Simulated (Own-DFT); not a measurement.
# How strain changes the stress of 4H SiC, 72 atoms (C36Si36)

Calculated results; nothing here was measured. The program, named Own-DFT, is a retired in-house plane-wave density functional code that no person has reviewed. Each row is one single-point run on a periodic cell that was not relaxed, without spin or spin-orbit coupling.

Settings of every run: PBE; PseudoDojo norm-conserving scalar-relativistic files; cutoff 42 hartree; 4 x 4 x 3 k mesh centred on Gamma; Fermi-Dirac smearing of 0.1 eV.

Known limits: forces on such cells passed a denser k mesh, each cell not checked; stress not checked against mesh or cutoff.

Unstrained cell vectors in Å: (9.248, 0.000, 0.000); (-4.624, 8.009, 0.000); (0.000, 0.000, 10.068). The unstrained cell has measured lattice constants (interpolated for alloys), not those of this functional. That, the random moves and any unrelaxed bonds set the pressure at no strain. Each run strains this cell uniformly, with the atoms carried along. Every atom was also moved at random, by a Gaussian of width 0.05 Å on each axis. Strain is the symmetric tensor, in per cent. Stress is positive in tension, and the pressure is minus a third of its trace.

```
run,e_xx (%),e_yy (%),e_zz (%),e_yz (%),e_xz (%),e_xy (%),s_xx (GPa),s_yy (GPa),s_zz (GPa),s_yz (GPa),s_xz (GPa),s_xy (GPa),P (GPa),E (meV/atom)
1,1.60,-0.12,-1.46,0.32,0.34,-1.39,2.36,-4.03,-14.11,1.28,1.71,-4.80,5.26,21.1
2,-1.36,1.82,-0.75,1.23,1.22,1.99,-9.34,2.68,-13.78,5.02,3.82,8.90,6.81,47.2
3,-0.71,-0.91,-1.02,-0.78,1.45,1.57,-12.54,-11.26,-12.81,-2.91,5.49,6.67,12.21,44.6
4,-1.28,-0.58,-1.21,0.79,0.75,1.22,-13.61,-12.06,-12.43,2.96,2.69,6.07,12.70,29.6
5,0.54,-1.94,-0.21,1.39,-1.80,1.27,-2.33,-15.79,-9.35,5.05,-5.84,4.70,9.16,38.6
6,1.41,-1.76,0.41,1.70,0.99,1.97,1.68,-12.56,-4.91,5.96,4.38,7.90,5.26,28.1
7,1.36,-0.53,-1.10,1.64,-1.09,-1.18,-0.64,-5.82,-10.31,5.06,-3.27,-5.64,5.59,19.6
8,-0.95,0.43,1.68,-0.32,-1.75,-0.07,-8.99,-3.05,3.28,-1.23,-6.83,-0.85,2.92,13.3
9,-1.30,-2.00,-0.94,-0.40,0.19,0.09,-15.43,-17.73,-13.91,-2.80,-0.20,0.44,15.69,39.9
10,0.63,0.25,0.41,0.86,0.10,-0.36,-0.71,-1.69,-4.16,3.60,0.14,-1.40,2.19,0.0
11,1.91,0.23,1.14,-0.34,1.53,-1.69,5.69,-1.97,1.13,-0.71,4.91,-8.41,-1.62,14.1
12,-0.44,-0.28,0.23,-0.61,1.18,0.31,-4.84,-6.89,-7.69,-2.46,4.40,1.54,6.47,17.8
13,1.26,0.57,0.90,1.90,0.20,-0.17,2.28,-0.89,-0.35,5.85,0.24,-1.86,-0.35,17.3
14,0.71,-0.38,0.75,0.17,-1.81,-1.74,-1.24,-8.91,-0.99,0.62,-5.63,-7.47,3.71,38.0
15,0.90,1.10,0.66,0.93,0.80,1.35,0.51,2.17,-2.80,2.78,2.84,4.10,0.04,29.7
16,-0.89,-1.30,-1.99,1.85,0.79,0.86,-12.68,-15.21,-18.30,5.96,3.87,6.34,15.40,36.3
17,-1.39,1.49,-0.47,0.84,-1.75,-1.09,?,?,?,?,?,?,?,?
```

E is the free energy for each atom above the lowest run shown.

## Worked fit

Each stress component was fitted by least squares to a constant and the strains of the runs shown, as fractions, with shears doubled. Shear strains stay in the fit of a normal stress only where such slopes are resolved. The slopes, in GPa:

```
stress  at no strain  per e_xx  per e_yy  per e_zz  scatter
  s_xx          -5.0  517 ± 32   98 ± 35   90 ± 38     1.37
  s_yy          -5.4  134 ± 27  555 ± 29   26 ± 31     1.13
  s_zz          -6.8   75 ± 33   14 ± 36  554 ± 38     1.38
```

Each shear stress against twice its own strain: yz 168 ± 13, xz 170 ± 8, xy 192 ± 12 GPa. These are stiffnesses along x, y and z of the frame in which the cell vectors are given, which need not be the crystal's axes. The atoms are held to the strained lattice; where symmetry lets them move under strain, relaxing them would lower some slopes. The table should be nearly symmetric about its diagonal, and what it lacks of that shows the noise. A ninth of its sum, 229 ± 4 GPa, estimates the bulk modulus near the mean pressure of these runs, 6.3 GPa, so it lies above the value at zero pressure.

## Withheld run

Question: what normal stresses and pressure should run 17 give?

The fit gives s_xx = -11.1, s_yy = 0.8, s_zz = -10.3 and P = 6.9 GPa. The calculation gave -11.09, 1.15, -9.34 and P = 6.42 GPa.
